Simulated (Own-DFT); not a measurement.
# Strain and stress in C40 NbSi2, 36 atoms (Nb12Si24)

All numbers below are calculated, not measured. The program, named Own-DFT, is a retired in-house plane-wave density functional code that no person has reviewed. Each row is one single-point run on a periodic cell that was not relaxed, without spin or spin-orbit coupling.

Settings of every run: PBE; PseudoDojo norm-conserving scalar-relativistic files; cutoff 42 hartree; 4 x 4 x 5 k mesh centred on Gamma; cold (Marzari-Vanderbilt) smearing of 0.2 eV.

Known limits: forces on such cells failed a check on a denser k mesh; stress not checked against mesh or cutoff.

Unstrained cell vectors in Å: (0.000, 8.324, 0.000); (-9.613, 0.000, 0.000); (0.000, 0.000, 6.586). The unstrained cell was taken from the Materials Project. The random moves and any unrelaxed bonds add to the pressure at no strain. Each run strains this cell uniformly, with the atoms carried along. Every atom was also moved at random, by a Gaussian of width 0.05 Å on each axis. Strain is the symmetric tensor, in per cent. Stress is positive in tension, and the pressure is minus a third of its trace.

```
run  e_xx (%)  e_yy (%)  e_zz (%)  e_yz (%)  e_xz (%)  e_xy (%)  s_xx (GPa)  s_yy (GPa)  s_zz (GPa)  s_yz (GPa)  s_xz (GPa)  s_xy (GPa)  P (GPa)  E (meV/atom)
  1      1.96     -1.28      1.34      1.19     -0.34     -1.50        4.62       -4.80        1.98        4.14       -0.33       -3.94    -0.60          22.6
  2      0.61     -1.84      1.72      0.63     -0.81     -0.89        0.77       -7.29        2.83        1.88       -2.17       -2.41     1.23           0.0
  3      0.01      1.18     -0.72      0.06      1.88     -0.98       -2.53        1.53       -6.36        0.34        6.16       -3.19     2.45          15.6
  4     -0.53      1.50     -0.03     -0.93     -0.05     -0.57       -2.95        2.30       -2.91       -3.02        0.11       -1.18     1.19           4.4
  5     -0.36     -1.84      0.70      0.90      1.52      1.49       -4.74       -9.98       -2.40        2.66        4.82        4.75     5.70          28.3
  6      1.64      0.93     -0.98      1.86     -1.89      0.33        3.12        1.91       -6.21        5.91       -5.51        0.79     0.39          10.3
  7     -1.52      1.19      0.04      0.43     -1.11     -1.68       -7.69       -0.02       -3.82        0.69       -3.30       -5.58     3.85          25.4
  8      0.64     -0.25      1.47     -1.95     -0.40     -0.34        1.45       -1.32        2.40       -5.69       -1.14       -1.38    -0.84           3.9
  9     -0.46      0.57      1.78      0.23     -0.72     -0.06       -1.86        0.95        4.25        0.65       -1.73        0.17    -1.11           0.9
 10     -1.87     -0.90      0.51      0.28      0.47      0.51       -9.84       -6.63       -3.59        0.76        1.70        1.84     6.69          14.1
 11     -1.59      1.12     -1.45      1.18      1.57     -0.52       -9.46       -0.35      -11.51        3.28        5.92       -1.34     7.11          29.3
 12      0.22      1.49      1.67      0.75     -1.62     -1.92        0.58        3.79        4.54        2.34       -4.26       -5.36    -2.97          16.2
 13      0.78      0.36      1.83     -1.88     -1.42     -1.13        1.83        0.97        3.90       -5.21       -4.44       -3.47    -2.24          22.2
 14     -0.53     -1.18     -1.80     -1.04     -1.83     -0.39       -6.92       -8.76      -14.81       -3.77       -7.09       -1.23    10.16          36.4
 15     -0.98      1.34      1.38      0.67      1.29      1.42       -4.78        2.37        2.41        1.76        3.52        4.56     0.00          24.5
 16     -0.65     -1.55     -1.24      1.92      1.25      0.18           ?           ?           ?           ?           ?           ?        ?             ?
```

E is the free energy for each atom above the lowest run shown.

## Worked fit

Each stress component was fitted by least squares to a constant and the strains of the runs shown, as fractions, with shears doubled. Shear strains stay in the fit of a normal stress only where such slopes are resolved. The slopes, in GPa:

| stress | at no strain | per e_xx | per e_yy | per e_zz | scatter |
|---|---|---|---|---|---|
| s_xx | -2.6 | 374 ± 12 | 61 ± 11 | 94 ± 11 | 0.48 |
| s_yy | -2.5 | 89 ± 12 | 370 ± 11 | 70 ± 11 | 0.50 |
| s_zz | -4.3 | 65 ± 15 | 86 ± 13 | 459 ± 13 | 0.59 |

Each shear stress against twice its own strain: yz 150 ± 3, xz 164 ± 6, xy 150 ± 6 GPa. These are stiffnesses along x, y and z of the frame in which the cell vectors are given, which need not be the crystal's axes. The atoms are held to the strained lattice; where symmetry lets them move under strain, relaxing them would lower some slopes. The table should be nearly symmetric about its diagonal, and what it lacks of that shows the noise. A ninth of its sum, 185 ± 6 GPa, estimates the bulk modulus near the mean pressure of these runs, 2.1 GPa, so it lies above the value at zero pressure.

## Withheld run

Question: what normal stresses and pressure should run 16 give?

The fit gives s_xx = -7.2, s_yy = -9.7, s_zz = -11.7 and P = 9.5 GPa. The calculation gave -7.56, -9.81, -12.13 and P = 9.84 GPa.
